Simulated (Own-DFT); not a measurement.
# Computed records: Hf36O71 (tetragonal hafnia with one neutral oxygen vacancy, atoms displaced)

All values are calculated (Own-DFT development build). A calculation, not a measurement: plane-wave PBE and HSE06 DFT by an unreviewed code, no spin, of a simulated cell at Gamma alone, so results move with cell size and shape, stress positive in tension, energies less offsets, not probed for a lower state with spin; hafnium file: forces about 75 meV/angstrom off all-electron values; oxygen file: force components 24 meV/angstrom off all-electron in a glass; k mesh not checked against a denser one; forces and stress are PBE's, HSE06 gives the energy alone, and its difference from PBE has offsets of its own; offsets are fitted by least squares, one for each functional and potential file, so energies compare only between cells with the same atoms and settings and are not formation energies; the far tail of each file's local potential was reset to the Coulomb form; each entry is a single point on an unrelaxed cell, so the pressure reflects the starting lattice, taken from the Materials Project, from which strain is counted, and rises with the displacements; printed positions are rounded, which can move forces by about a meV/angstrom; the program is a retired in-house code; no spin-orbit coupling.

Settings shared by all entries: first functional PBE; second functional HSE06; exact exchange share 0.25; screening 0.11 1/bohr; exchange divergence Gygi-Baldereschi; potential files PseudoDojo norm-conserving, scalar-relativistic, made for PBE, standard set; wave cutoff 48 hartree; occupations fixed; k mesh 1 x 1 x 1 centred on Gamma.

(1) 
```cif
# cell vector a (Å): 10.7800 0.0000 0.0000
# cell vector b (Å): 0.0000 10.7800 0.0000
# cell vector c (Å): 0.0000 0.0000 10.4493
data_Hf36O71
_symmetry_space_group_name_H-M 'P 1'
_symmetry_Int_Tables_number 1
_cell_length_a 10.7800
_cell_length_b 10.7800
_cell_length_c 10.4493
_cell_angle_alpha 90.000
_cell_angle_beta 90.000
_cell_angle_gamma 90.000
_cell_volume 1214.30
loop_
_atom_site_label
_atom_site_type_symbol
_atom_site_fract_x
_atom_site_fract_y
_atom_site_fract_z
_atom_site_occupancy
Hf1 Hf 0.99571 0.00797 0.99514 1
Hf2 Hf 0.16609 0.17532 0.24939 1
O1 O 0.00457 0.17412 0.15694 1
O2 O 0.17259 0.01015 0.33494 1
O3 O 0.99695 0.16153 0.39784 1
O4 O 0.16939 0.01428 0.10326 1
Hf3 Hf 0.01581 0.00321 0.50200 1
Hf4 Hf 0.18202 0.16520 0.75349 1
O5 O 0.98840 0.16885 0.64396 1
O6 O 0.15878 0.01039 0.84259 1
O7 O 0.01104 0.16878 0.90276 1
O8 O 0.17503 0.00188 0.60521 1
Hf5 Hf 0.98665 0.33746 0.00697 1
Hf6 Hf 0.17458 0.50200 0.24797 1
O9 O 0.00173 0.50548 0.15785 1
O10 O 0.17155 0.32971 0.33826 1
O11 O 0.00162 0.50135 0.41747 1
O12 O 0.16700 0.33453 0.09938 1
Hf7 Hf 0.99372 0.32012 0.50840 1
Hf8 Hf 0.15413 0.49881 0.75954 1
O13 O 0.99532 0.49236 0.64829 1
O14 O 0.16935 0.33224 0.85049 1
O15 O 0.00406 0.50146 0.90079 1
O16 O 0.16706 0.33539 0.60159 1
Hf9 Hf 0.00311 0.67789 0.00867 1
Hf10 Hf 0.14920 0.82983 0.24397 1
O17 O 0.99955 0.83019 0.16336 1
O18 O 0.16340 0.67668 0.34922 1
O19 O 0.00445 0.83122 0.39479 1
O20 O 0.17425 0.65998 0.08500 1
Hf11 Hf 0.00460 0.66293 0.49974 1
Hf12 Hf 0.16660 0.84099 0.75122 1
O21 O 0.00129 0.83745 0.64146 1
O22 O 0.16070 0.67401 0.84863 1
O23 O 0.99858 0.83883 0.89302 1
O24 O 0.16657 0.68055 0.59700 1
Hf13 Hf 0.34083 0.00385 0.98494 1
Hf14 Hf 0.51557 0.16772 0.26070 1
O25 O 0.32459 0.17769 0.14084 1
O26 O 0.51134 0.99229 0.35771 1
O27 O 0.34118 0.15492 0.40182 1
O28 O 0.49510 0.99737 0.08809 1
Hf15 Hf 0.33648 0.99274 0.50024 1
Hf16 Hf 0.48708 0.15469 0.75803 1
O29 O 0.34505 0.17222 0.65468 1
O30 O 0.51173 0.98863 0.85253 1
O31 O 0.33837 0.16596 0.90086 1
O32 O 0.51364 0.99262 0.60070 1
Hf17 Hf 0.33185 0.34196 0.99415 1
Hf18 Hf 0.50702 0.49997 0.24089 1
O33 O 0.33607 0.50325 0.15727 1
O34 O 0.49826 0.33719 0.35478 1
O35 O 0.33378 0.50139 0.40353 1
O36 O 0.49728 0.33980 0.10594 1
Hf19 Hf 0.34484 0.33812 0.51101 1
Hf20 Hf 0.48845 0.50840 0.76053 1
O37 O 0.32091 0.48284 0.65401 1
O38 O 0.49436 0.32890 0.84603 1
O39 O 0.32215 0.50522 0.90804 1
O40 O 0.50353 0.33102 0.60692 1
Hf21 Hf 0.33947 0.67590 0.99169 1
Hf22 Hf 0.49661 0.83298 0.26644 1
O41 O 0.32122 0.82504 0.15138 1
O42 O 0.50255 0.65615 0.35312 1
O43 O 0.34108 0.83190 0.39458 1
O44 O 0.51103 0.66532 0.10077 1
Hf23 Hf 0.33152 0.65220 0.49421 1
Hf24 Hf 0.49604 0.83972 0.73949 1
O45 O 0.49427 0.66697 0.84721 1
O46 O 0.33801 0.82898 0.90147 1
O47 O 0.50625 0.65550 0.59477 1
Hf25 Hf 0.66581 0.99628 0.00090 1
Hf26 Hf 0.81632 0.16391 0.24539 1
O48 O 0.66145 0.17199 0.15234 1
O49 O 0.83017 0.99664 0.34878 1
O50 O 0.66151 0.16678 0.41114 1
O51 O 0.83556 0.99142 0.08501 1
Hf27 Hf 0.66093 0.00797 0.49249 1
Hf28 Hf 0.82266 0.16827 0.75859 1
O52 O 0.65165 0.16823 0.65691 1
O53 O 0.82687 0.00232 0.85279 1
O54 O 0.66663 0.16928 0.90825 1
O55 O 0.83285 0.00537 0.59313 1
Hf29 Hf 0.65855 0.32651 0.00706 1
Hf30 Hf 0.83461 0.50244 0.25209 1
O56 O 0.65659 0.49252 0.15132 1
O57 O 0.84474 0.34046 0.35597 1
O58 O 0.65664 0.50647 0.38987 1
O59 O 0.83455 0.32628 0.08636 1
Hf31 Hf 0.68455 0.32435 0.50085 1
Hf32 Hf 0.82791 0.47937 0.73978 1
O60 O 0.67087 0.49504 0.65981 1
O61 O 0.83145 0.32747 0.83746 1
O62 O 0.66144 0.50194 0.90695 1
O63 O 0.81809 0.32854 0.59504 1
Hf33 Hf 0.68067 0.67525 0.98439 1
Hf34 Hf 0.83497 0.83580 0.25447 1
O64 O 0.65858 0.82522 0.15979 1
O65 O 0.83547 0.66613 0.33221 1
O66 O 0.67236 0.83147 0.40499 1
O67 O 0.84445 0.65294 0.10494 1
Hf35 Hf 0.66182 0.67758 0.51246 1
Hf36 Hf 0.82573 0.83059 0.75560 1
O68 O 0.67109 0.82715 0.65320 1
O69 O 0.83129 0.67465 0.84405 1
O70 O 0.66328 0.82708 0.89686 1
O71 O 0.83406 0.65386 0.60204 1
_calc_PBE_energy_of_cell_above_offsets '-86.815'  # eV
_calc_HSE06_less_PBE_above_offsets '0.630'  # eV
_calc_PBE_pressure 5.63  # GPa
_calc_PBE_stress_xx -5.1  # GPa
_calc_PBE_stress_yy -5.91  # GPa
_calc_PBE_stress_zz -5.88  # GPa
_calc_PBE_stress_yz 0.78  # GPa
_calc_PBE_stress_xz -0.92  # GPa
_calc_PBE_stress_xy -0.04  # GPa
```

Force:
```
element  x (eV/Å)  y (eV/Å)  z (eV/Å)
     Hf     3.134     0.482     0.117
     Hf     1.442    -1.436    -1.876
      O    -3.812    -0.271    -0.794
      O    -0.628    -2.777     2.629
      O    -0.119     0.498     0.728
      O     -0.95    -1.616    -2.849
     Hf    -2.362    -0.906    -0.261
     Hf    -2.405     2.781    -1.018
      O     1.187     0.221     1.194
      O     0.943    -2.203     0.989
      O    -1.487     0.659     0.027
      O     0.462     0.069     -0.57
     Hf     6.035    -0.031    -1.467
     Hf    -0.582    -0.951    -0.016
      O     0.271    -0.917     -0.06
      O    -0.119     2.602     2.122
      O     0.163    -1.213    -1.352
      O    -0.849     1.252    -1.124
     Hf     2.313     0.779        -1
     Hf    -0.204    -0.063    -0.433
      O      0.42    -0.394     0.991
      O     0.697    -0.278    -0.272
      O    -0.662     0.051     0.706
      O    -0.541    -1.355    -0.719
     Hf     0.738     -1.67    -1.789
     Hf     5.954     2.368     2.081
      O    -3.172    -0.288    -4.363
      O     0.696    -2.363     0.002
      O    -0.557     1.178     0.831
      O    -1.811     0.226     1.241
     Hf    -1.107     1.292     0.469
     Hf    -1.228    -1.467    -0.916
      O     -0.19     0.395     1.341
      O     0.297      0.06    -0.901
      O     0.141     0.391     1.431
      O     1.353    -0.469     0.309
     Hf    -2.497    -1.018      4.39
     Hf    -6.909      1.56      0.83
      O     2.692    -0.359     0.728
      O     0.149     2.125    -0.788
      O     0.728     0.861     1.009
      O     1.098      0.54     1.293
     Hf    -0.023     0.396    -1.368
     Hf     3.637     2.548    -0.285
      O    -2.311    -0.737    -1.254
      O    -0.821     0.899    -0.432
      O    -0.208     0.128    -1.489
      O    -2.945    -0.676     0.907
     Hf     -0.87    -1.521     2.667
     Hf    -1.079     0.664      2.01
      O     -0.45    -0.264    -0.759
      O     0.031    -1.813    -0.738
      O    -0.904    -1.544    -0.289
      O     0.246     -1.24    -1.077
     Hf    -0.206    -1.031    -1.049
     Hf     1.399    -2.949    -1.784
      O     1.485      1.89      0.46
      O    -0.128     0.741      1.11
      O     0.831     0.387    -1.404
      O      0.28     0.728    -1.044
     Hf     0.938    -1.289     3.798
     Hf    -1.005    -3.431    -2.646
      O     1.595     0.182    -0.027
      O    -0.919      2.71     0.123
      O    -0.084     0.064     2.334
      O    -1.083     0.084    -1.456
     Hf     0.175     2.459     0.295
     Hf     0.194     -1.27     0.282
      O      0.05     1.384    -0.309
      O    -0.364     3.092    -2.319
      O    -3.489     0.304     2.009
     Hf    -0.578    -1.147     -0.75
     Hf     6.268     0.069      1.86
      O     0.746    -0.619    -0.977
      O    -0.769     1.952    -1.367
      O      0.65     0.743    -3.514
      O     -1.29     0.631     2.373
     Hf     3.485    -3.431     2.518
     Hf      0.14    -3.414    -2.679
      O     1.778     -0.34     0.206
      O    -0.241    -0.003    -0.316
      O    -0.005    -1.302     0.179
      O    -0.535     0.056    -0.261
     Hf    -1.401     3.514    -0.923
     Hf     -1.28     1.055     0.078
      O      4.87    -0.928    -1.312
      O    -1.414    -2.309    -0.838
      O     2.017     -1.14     2.047
      O    -3.722    -0.287     2.439
     Hf    -8.947     4.474    -2.618
     Hf     0.933     4.533     0.643
      O    -2.389      0.13    -0.631
      O     0.396     0.377     2.337
      O     0.206    -0.949    -0.331
      O     6.643    -0.015     4.155
     Hf     -0.86    -3.412     3.834
     Hf    -1.733    -1.254     0.306
      O     2.044     1.431    -0.808
      O     0.358     0.571     1.864
      O    -0.369     0.462     0.093
      O    -1.927     1.082    -2.002
     Hf     2.811    -2.484    -2.428
     Hf     2.528     1.317    -2.095
      O    -1.531    -0.229    -0.082
      O    -0.004    -2.213     1.257
      O     0.338     2.962    -0.417
      O     0.092     0.869     -0.99
```

(2) 
```cif
# cell vector a (Å): 10.7800 0.0000 0.0000
# cell vector b (Å): 0.0000 10.7800 0.0000
# cell vector c (Å): 0.0000 0.0000 10.4493
data_Hf36O71
_symmetry_space_group_name_H-M 'P 1'
_symmetry_Int_Tables_number 1
_cell_length_a 10.7800
_cell_length_b 10.7800
_cell_length_c 10.4493
_cell_angle_alpha 90.000
_cell_angle_beta 90.000
_cell_angle_gamma 90.000
_cell_volume 1214.30
loop_
_atom_site_label
_atom_site_type_symbol
_atom_site_fract_x
_atom_site_fract_y
_atom_site_fract_z
_atom_site_occupancy
Hf1 Hf 0.00481 0.00087 0.98870 1
Hf2 Hf 0.15856 0.17229 0.24721 1
O1 O 0.98660 0.15929 0.15587 1
O2 O 0.17543 0.00797 0.34749 1
O3 O 0.00219 0.16976 0.41167 1
O4 O 0.16646 0.00645 0.10650 1
Hf3 Hf 0.00486 0.99288 0.49385 1
Hf4 Hf 0.16914 0.18620 0.74616 1
O5 O 0.99727 0.16290 0.65379 1
O6 O 0.15745 0.99754 0.85809 1
O7 O 0.99886 0.16852 0.89161 1
O8 O 0.16626 0.01085 0.59056 1
Hf5 Hf 0.01186 0.33520 0.01411 1
Hf6 Hf 0.16630 0.50683 0.24632 1
O9 O 0.99543 0.51686 0.15306 1
O10 O 0.16187 0.32257 0.34764 1
O11 O 0.99865 0.49715 0.40875 1
O12 O 0.17670 0.33408 0.09869 1
Hf7 Hf 0.99741 0.32622 0.50179 1
Hf8 Hf 0.16017 0.49042 0.75751 1
O13 O 0.99217 0.49746 0.65722 1
O14 O 0.16952 0.33277 0.84120 1
O15 O 0.00481 0.49542 0.88752 1
O16 O 0.16849 0.33743 0.59857 1
Hf9 Hf 0.00689 0.67061 0.99996 1
Hf10 Hf 0.16629 0.84187 0.24717 1
O17 O 0.99519 0.84178 0.16401 1
O18 O 0.16983 0.65867 0.32943 1
O19 O 0.00468 0.84244 0.40955 1
O20 O 0.17027 0.66813 0.09888 1
Hf11 Hf 0.00195 0.65557 0.49336 1
Hf12 Hf 0.17816 0.83359 0.75167 1
O21 O 0.00229 0.84313 0.64738 1
O22 O 0.15908 0.66293 0.84325 1
O23 O 0.99586 0.84442 0.90880 1
Hf13 Hf 0.33220 0.00674 0.00433 1
Hf14 Hf 0.50470 0.17275 0.25171 1
O24 O 0.32548 0.16980 0.14589 1
O25 O 0.49215 0.98796 0.34844 1
O26 O 0.34052 0.18226 0.40290 1
O27 O 0.50785 0.01113 0.10931 1
Hf15 Hf 0.33290 0.00250 0.48062 1
Hf16 Hf 0.49344 0.17575 0.77150 1
O28 O 0.32694 0.16275 0.65474 1
O29 O 0.49731 0.00929 0.85365 1
O30 O 0.33835 0.15809 0.89603 1
O31 O 0.50165 0.01321 0.60292 1
Hf17 Hf 0.33523 0.33348 0.99799 1
Hf18 Hf 0.49603 0.49541 0.25782 1
O32 O 0.34210 0.49715 0.16312 1
O33 O 0.50593 0.32926 0.34086 1
O34 O 0.33338 0.50239 0.39967 1
O35 O 0.49902 0.32332 0.09274 1
Hf19 Hf 0.33148 0.33426 0.49622 1
Hf20 Hf 0.51054 0.49852 0.76019 1
O36 O 0.33835 0.49209 0.65995 1
O37 O 0.50389 0.32023 0.84359 1
O38 O 0.33133 0.50445 0.90749 1
O39 O 0.50032 0.32918 0.60728 1
Hf21 Hf 0.32781 0.67301 0.00634 1
Hf22 Hf 0.50686 0.82661 0.24731 1
O40 O 0.33348 0.83024 0.15565 1
O41 O 0.49547 0.66842 0.33716 1
O42 O 0.33038 0.84758 0.41353 1
O43 O 0.50004 0.66853 0.09733 1
Hf23 Hf 0.33116 0.66384 0.49744 1
Hf24 Hf 0.50504 0.84843 0.74558 1
O44 O 0.33237 0.83768 0.63968 1
O45 O 0.49885 0.66311 0.86094 1
O46 O 0.34217 0.83597 0.90694 1
O47 O 0.50279 0.66395 0.59982 1
Hf25 Hf 0.65830 0.98472 0.00368 1
Hf26 Hf 0.82395 0.17195 0.24667 1
O48 O 0.65681 0.16374 0.15275 1
O49 O 0.82685 0.00040 0.34718 1
O50 O 0.66674 0.17104 0.40666 1
O51 O 0.83150 0.01297 0.10706 1
Hf27 Hf 0.66814 0.00440 0.49351 1
Hf28 Hf 0.82733 0.16741 0.74768 1
O52 O 0.67816 0.16031 0.64983 1
O53 O 0.83204 0.99165 0.86362 1
O54 O 0.66791 0.16750 0.90888 1
O55 O 0.83000 0.98635 0.59520 1
Hf29 Hf 0.67005 0.34447 0.00879 1
Hf30 Hf 0.83311 0.49672 0.25183 1
O56 O 0.66931 0.49430 0.15007 1
O57 O 0.82680 0.32619 0.34853 1
O58 O 0.66035 0.50779 0.40674 1
O59 O 0.83811 0.33045 0.09240 1
Hf31 Hf 0.65648 0.33673 0.50542 1
Hf32 Hf 0.82761 0.49237 0.74172 1
O60 O 0.66086 0.49441 0.65714 1
O61 O 0.83271 0.32675 0.86810 1
O62 O 0.66365 0.50733 0.89639 1
O63 O 0.83849 0.32696 0.59815 1
Hf33 Hf 0.66244 0.65887 0.99323 1
Hf34 Hf 0.82673 0.82782 0.25874 1
O64 O 0.66386 0.83540 0.15187 1
O65 O 0.84268 0.67124 0.35507 1
O66 O 0.66813 0.83891 0.40839 1
O67 O 0.82605 0.67157 0.08547 1
Hf35 Hf 0.66920 0.66903 0.50698 1
Hf36 Hf 0.83434 0.82304 0.75412 1
O68 O 0.64942 0.83034 0.65825 1
O69 O 0.83844 0.67207 0.85435 1
O70 O 0.66417 0.84365 0.89519 1
O71 O 0.85135 0.66717 0.60481 1
_calc_PBE_energy_of_cell_above_offsets '-87.759'  # eV
_calc_HSE06_less_PBE_above_offsets '0.506'  # eV
_calc_PBE_pressure 5.31  # GPa
_calc_PBE_stress_xx -2.83  # GPa
_calc_PBE_stress_yy -7.8  # GPa
_calc_PBE_stress_zz -5.31  # GPa
_calc_PBE_stress_yz -3.32  # GPa
_calc_PBE_stress_xz 1.22  # GPa
_calc_PBE_stress_xy -0.02  # GPa
```

Force:
```
element  x (eV/Å)  y (eV/Å)  z (eV/Å)
     Hf    -2.275     2.876     1.764
     Hf     0.041     -2.16    -0.273
      O     3.005     1.956    -0.292
      O    -0.391    -0.082    -0.623
      O    -0.254    -1.007    -1.597
      O      0.11    -0.956    -0.555
     Hf    -0.762       3.2     3.898
     Hf    -1.768    -6.049      -2.4
      O     0.213      1.06    -0.067
      O     1.615     0.146    -1.002
      O     1.108     1.285     2.135
      O     0.515    -0.761     0.052
     Hf    -3.106    -1.515    -3.573
     Hf     0.762    -2.951     -0.04
      O     0.563    -1.011    -0.262
      O     0.192     3.475      0.26
      O    -0.092    -1.166    -1.749
      O    -1.362     0.697     0.228
     Hf     0.985      -0.6     0.656
     Hf     0.719     2.764    -2.557
      O     1.324     0.164    -1.079
      O     0.732     0.938     3.778
      O     -0.03    -0.015     2.992
      O    -0.749    -0.035     0.013
     Hf    -2.149     0.247    -1.232
     Hf    -0.324     0.968     0.574
      O     0.689     -1.21     -0.55
      O    -0.123     3.188       2.5
      O     0.576    -4.598    -2.586
      O    -1.343    -0.373    -0.035
     Hf     1.096     2.649     1.819
     Hf    -1.413     1.694    -1.168
      O     1.199     -1.18     1.864
      O     0.311     1.333     0.247
      O     0.454    -4.598     -0.72
     Hf     0.482    -0.668     0.738
     Hf     -1.63    -3.515    -1.118
      O     0.923     0.001     0.422
      O     0.714     2.036    -0.181
      O     0.291    -1.789    -1.227
      O    -2.846    -1.086    -0.751
     Hf     0.332     3.877     4.773
     Hf     0.847    -8.004    -6.598
      O     1.075     1.388     0.012
      O     0.275    -1.994     0.882
      O    -1.116     2.546     0.826
      O    -0.052    -1.095    -0.732
     Hf     1.076    -0.586     0.144
     Hf      1.19     1.376    -0.758
      O    -2.018    -0.053    -1.341
      O     0.381     2.506     2.005
      O      0.24    -0.879     0.173
      O    -0.325     0.924     0.174
     Hf    -0.133     0.426     2.448
     Hf    -3.912     1.326    -0.453
      O    -0.301     0.862    -0.017
      O    -0.002     9.101     4.496
      O    -0.205    -1.162     0.738
      O    -0.114      0.09    -1.393
     Hf     3.226     0.193    -1.505
     Hf    -1.356     1.701     -0.26
      O    -0.001     0.102    -0.057
      O     0.019    -0.806      1.83
      O    -0.938     -6.71    -2.941
      O      0.09    -0.307     0.237
     Hf      0.43     1.411     1.449
     Hf    -3.904     0.445     1.793
      O    -0.051    -1.042     1.804
      O     0.351     0.357    -1.652
      O    -1.139    -0.177    -0.249
      O    -0.459    -0.558    -0.876
     Hf     3.123     4.259     0.469
     Hf    -0.481    -3.644    -0.697
      O      1.94     1.806     0.633
      O     0.003     0.186     0.061
      O    -0.833     0.268    -0.812
      O    -0.885    -1.111    -1.088
     Hf    -0.024     1.024     2.447
     Hf     1.621    -1.494     2.453
      O     -2.11      1.02    -0.362
      O     0.232     0.622    -2.008
      O    -0.465     0.245     0.158
      O    -0.092     0.023    -0.071
     Hf     0.883    -3.298    -1.807
     Hf     -0.37     0.026     0.372
      O     -0.36     0.025     0.403
      O     0.316     3.289     0.114
      O      0.53    -0.534    -0.073
      O     0.272     0.936     2.304
     Hf     1.021    -1.624     0.148
     Hf     2.182    -0.484     2.464
      O     1.842     0.193    -1.633
      O    -0.787     2.052    -2.673
      O     0.427    -2.592    -0.241
      O     -2.24     1.418     0.661
     Hf    -0.662     3.359     0.748
     Hf     0.615     3.278    -1.738
      O     0.913    -0.352    -0.094
      O    -0.478    -2.012    -0.224
      O    -0.005    -2.899    -0.792
      O     1.188    -0.242     1.576
     Hf    -0.383     1.358     0.403
     Hf      0.72     3.941    -0.865
      O     5.219    -1.266    -2.183
      O    -0.394    -2.364     -0.56
      O    -0.634    -3.796    -0.491
      O    -3.348    -0.228    -0.259
```
